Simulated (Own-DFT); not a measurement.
# Response to strain: diamond silicon, 64 atoms (Si64)

These are calculations, not measurements. They come from Own-DFT, an in-house plane-wave density functional program, since retired, whose code no person has reviewed. Each row is one single-point run on a periodic cell that was not relaxed, without spin or spin-orbit coupling.

Settings of every run: PBE; PseudoDojo norm-conserving scalar-relativistic files; cutoff 20 hartree; 3 x 3 x 3 k mesh centred on Gamma; Fermi-Dirac smearing of 0.1 eV.

Known limits: k mesh not checked against a denser one; stress not checked against mesh or cutoff.

Unstrained cell vectors in Å: (10.862, 0.000, 0.000); (0.000, 10.862, 0.000); (0.000, 0.000, 10.862). The unstrained cell has measured lattice constants (interpolated for alloys), not those of this functional. That, the random moves and any unrelaxed bonds set the pressure at no strain. Each run strains this cell uniformly, with the atoms carried along. Every atom was also moved at random, by a Gaussian of width 0.05 Å on each axis. Strain is the symmetric tensor, in per cent. Stress is positive in tension, and the pressure is minus a third of its trace.

```
run,e_xx (%),e_yy (%),e_zz (%),e_yz (%),e_xz (%),e_xy (%),s_xx (GPa),s_yy (GPa),s_zz (GPa),s_yz (GPa),s_xz (GPa),s_xy (GPa),P (GPa),E (meV/atom)
1,-1.73,-1.73,1.33,0.41,-1.05,-1.48,-6.04,-6.03,-3.01,0.81,-2.10,-4.03,5.03,28.6
2,-1.54,-0.90,0.84,-1.42,0.69,-1.74,-5.58,-5.02,-3.22,-2.87,1.96,-3.87,4.61,31.4
3,-1.00,-0.60,1.67,-1.66,-0.31,0.12,-3.56,-3.13,-1.04,-2.86,-0.94,0.69,2.58,4.4
4,0.51,1.86,-0.42,1.62,1.11,1.95,-1.57,-0.43,-2.33,3.03,2.42,3.87,1.44,33.0
5,0.87,-1.77,-0.21,-1.55,0.71,0.96,-2.76,-5.00,-3.97,-2.95,1.65,2.17,3.91,18.8
6,-0.17,-1.41,-0.54,-1.85,-1.98,0.16,-4.69,-5.69,-5.16,-4.13,-3.40,0.68,5.18,38.5
7,-0.08,0.13,0.49,1.06,1.26,-1.77,-2.55,-2.24,-1.89,2.61,3.47,-3.51,2.23,8.0
8,-1.96,-1.40,0.96,-1.56,-0.90,-1.92,-6.43,-6.25,-3.79,-3.81,-2.34,-3.59,5.49,42.7
9,-0.82,-0.08,-1.57,0.34,0.91,1.53,-5.09,-4.65,-5.74,-0.24,2.58,2.62,5.16,16.4
10,0.40,0.42,0.01,-0.43,-0.61,0.75,-1.74,-1.70,-2.14,-0.72,-1.41,1.29,1.86,0.0
11,1.02,-1.89,0.02,1.41,1.74,1.15,-2.41,-4.83,-3.49,2.52,4.19,2.39,3.58,11.9
12,-0.01,-1.09,0.89,1.89,1.64,0.57,-2.69,-3.71,-1.94,3.07,3.01,0.42,2.78,5.1
13,0.02,1.83,-0.59,-0.71,1.39,1.73,-1.89,-0.15,-2.40,-1.36,2.70,2.63,1.48,12.9
14,-1.26,0.48,-0.59,1.16,0.50,-0.64,-4.57,-3.04,-4.05,1.73,-0.40,-1.22,3.89,4.9
15,-1.84,1.69,-0.10,0.84,1.70,-0.40,?,?,?,?,?,?,?,?
```

E is the free energy for each atom above the lowest run shown.

## Worked fit

Each stress component was fitted by least squares to a constant and the strains of the runs shown, as fractions, with shears doubled. Shear strains stay in the fit of a normal stress only where such slopes are resolved. The slopes, in GPa:

| stress | at no strain | per e_xx | per e_yy | per e_zz | scatter |
|---|---|---|---|---|---|
| s_xx | -2.8 | 161 ± 8 | 66 ± 7 | 65 ± 10 | 0.27 |
| s_yy | -2.8 | 81 ± 10 | 155 ± 8 | 70 ± 11 | 0.31 |
| s_zz | -2.8 | 63 ± 8 | 72 ± 6 | 163 ± 9 | 0.25 |

Each shear stress against twice its own strain: yz 93 ± 4, xz 107 ± 12, xy 93 ± 9 GPa. These are stiffnesses along x, y and z of the frame in which the cell vectors are given, which need not be the crystal's axes. The atoms are held to the strained lattice; where symmetry lets them move under strain, relaxing them would lower some slopes. The table should be nearly symmetric about its diagonal, and what it lacks of that shows the noise. A ninth of its sum, 100 ± 5 GPa, estimates the bulk modulus near the mean pressure of these runs, 3.5 GPa, so it lies above the value at zero pressure.

## Withheld run

Question: what normal stresses and pressure should run 15 give?

The fit gives s_xx = -4.7, s_yy = -1.7, s_zz = -2.9 and P = 3.1 GPa. The calculation gave -4.44, -1.35, -3.06 and P = 2.95 GPa.
